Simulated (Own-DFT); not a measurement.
# Response to strain: zincblende GaAs, 64 atoms (As32Ga32)

All numbers below are calculated, not measured. The program, named Own-DFT, is a retired in-house plane-wave density functional code that no person has reviewed. Each row is one single-point run on a periodic cell that was not relaxed, without spin or spin-orbit coupling.

Settings of every run: PBE; PseudoDojo norm-conserving scalar-relativistic files; cutoff 42 hartree; 3 x 3 x 3 k mesh centred on Gamma; Fermi-Dirac smearing of 0.1 eV.

Known limits: forces not confirmed at this smearing and k mesh; stress not checked against mesh or cutoff.

Unstrained cell vectors in Å: (11.307, 0.000, 0.000); (0.000, 11.307, 0.000); (0.000, 0.000, 11.307). The unstrained cell has measured lattice constants (interpolated for alloys), not those of this functional. That, the random moves and any unrelaxed bonds set the pressure at no strain. Each run strains this cell uniformly, with the atoms carried along. Every atom was also moved at random, by a Gaussian of width 0.05 Å on each axis. Strain is the symmetric tensor, in per cent. Stress is positive in tension, and the pressure is minus a third of its trace.

| run | e_xx (%) | e_yy (%) | e_zz (%) | e_yz (%) | e_xz (%) | e_xy (%) | s_xx (GPa) | s_yy (GPa) | s_zz (GPa) | s_yz (GPa) | s_xz (GPa) | s_xy (GPa) | P (GPa) | E (meV/atom) |
|---|---|---|---|---|---|---|---|---|---|---|---|---|---|---|
| 1 | 0.80 | -0.54 | -1.96 | 1.60 | 0.98 | -1.21 | -4.79 | -5.66 | -6.39 | 3.19 | 1.66 | -2.43 | 5.61 | 32.3 |
| 2 | -0.38 | -0.65 | 0.09 | 0.86 | -0.53 | 0.16 | -4.89 | -5.05 | -4.62 | 1.58 | -1.06 | 0.69 | 4.85 | 18.8 |
| 3 | -1.65 | -1.04 | -0.51 | 0.19 | 1.43 | -0.01 | -6.93 | -6.47 | -6.29 | 0.25 | 2.19 | -0.32 | 6.56 | 29.5 |
| 4 | 1.07 | -0.79 | 1.25 | 0.50 | 0.38 | -0.75 | -2.61 | -3.43 | -2.52 | 1.04 | 0.78 | -1.14 | 2.85 | 2.1 |
| 5 | 1.18 | 0.18 | 0.00 | -0.79 | 1.80 | -0.20 | -2.59 | -3.02 | -3.25 | -1.16 | 2.73 | -0.29 | 2.95 | 0.0 |
| 6 | -0.44 | 1.91 | 0.82 | -1.29 | 1.19 | -0.94 | -3.05 | -1.77 | -2.44 | -1.57 | 1.91 | -0.84 | 2.42 | 8.1 |
| 7 | 1.82 | -1.18 | -1.85 | 0.20 | -0.94 | 0.48 | -3.63 | -5.44 | -5.70 | 0.16 | -1.22 | 0.79 | 4.93 | 19.9 |
| 8 | 0.24 | -0.07 | -0.08 | -0.84 | 1.92 | -0.49 | -3.95 | -4.15 | -4.05 | -1.75 | 2.68 | -0.49 | 4.05 | 16.1 |
| 9 | 1.98 | -0.57 | -1.44 | 0.67 | -0.94 | -0.84 | -3.07 | -4.48 | -5.00 | 1.04 | -1.23 | -1.73 | 4.18 | 20.0 |
| 10 | 1.55 | 0.05 | -0.76 | 1.72 | 1.18 | 0.77 | -2.96 | -3.77 | -4.19 | 3.11 | 1.87 | 1.02 | 3.64 | 18.3 |
| 11 | 1.61 | -0.60 | -0.96 | -1.90 | 0.42 | -0.25 | -3.43 | -4.67 | -4.87 | -3.73 | -0.07 | -0.77 | 4.32 | 28.2 |
| 12 | 1.38 | -1.49 | -0.19 | 0.55 | 0.83 | -1.86 | -3.49 | -5.11 | -4.50 | 1.25 | 1.17 | -2.70 | 4.36 | 20.8 |
| 13 | 1.77 | 0.70 | 1.08 | -1.01 | -1.06 | -0.63 | -1.23 | -1.84 | -1.68 | -1.36 | -1.08 | -0.94 | 1.58 | 2.9 |
| 14 | 0.23 | -1.93 | -0.23 | 1.66 | 0.14 | -0.50 | -5.12 | -6.26 | -5.38 | 2.68 | 0.13 | -0.71 | 5.59 | 21.3 |
| 15 | -1.03 | -0.97 | 0.00 | 0.22 | 1.42 | 0.84 | ? | ? | ? | ? | ? | ? | ? | ? |

E is the free energy for each atom above the lowest run shown.

## Worked fit

Each stress component was fitted by least squares to a constant and the strains of the runs shown, as fractions, with shears doubled. Shear strains stay in the fit of a normal stress only where such slopes are resolved. The slopes, in GPa:

```
stress,at no strain,per e_xx,per e_yy,per e_zz,scatter
s_xx,-4.2,113 ± 3,54 ± 4,60 ± 4,0.12
s_yy,-4.1,56 ± 4,106 ± 4,66 ± 4,0.14
s_zz,-4.2,56 ± 3,54 ± 4,115 ± 4,0.12
```

Each shear stress against twice its own strain: yz 94 ± 3, xz 71 ± 4, xy 79 ± 7 GPa. These are stiffnesses along x, y and z of the frame in which the cell vectors are given, which need not be the crystal's axes. The atoms are held to the strained lattice; where symmetry lets them move under strain, relaxing them would lower some slopes. The table should be nearly symmetric about its diagonal, and what it lacks of that shows the noise. A ninth of its sum, 76 ± 2 GPa, estimates the bulk modulus near the mean pressure of these runs, 4.1 GPa, so it lies above the value at zero pressure.

## Withheld run

Question: what normal stresses and pressure should run 15 give?

The fit gives s_xx = -5.8, s_yy = -5.7, s_zz = -5.3 and P = 5.6 GPa. The calculation gave -5.97, -6.03, -5.47 and P = 5.83 GPa.
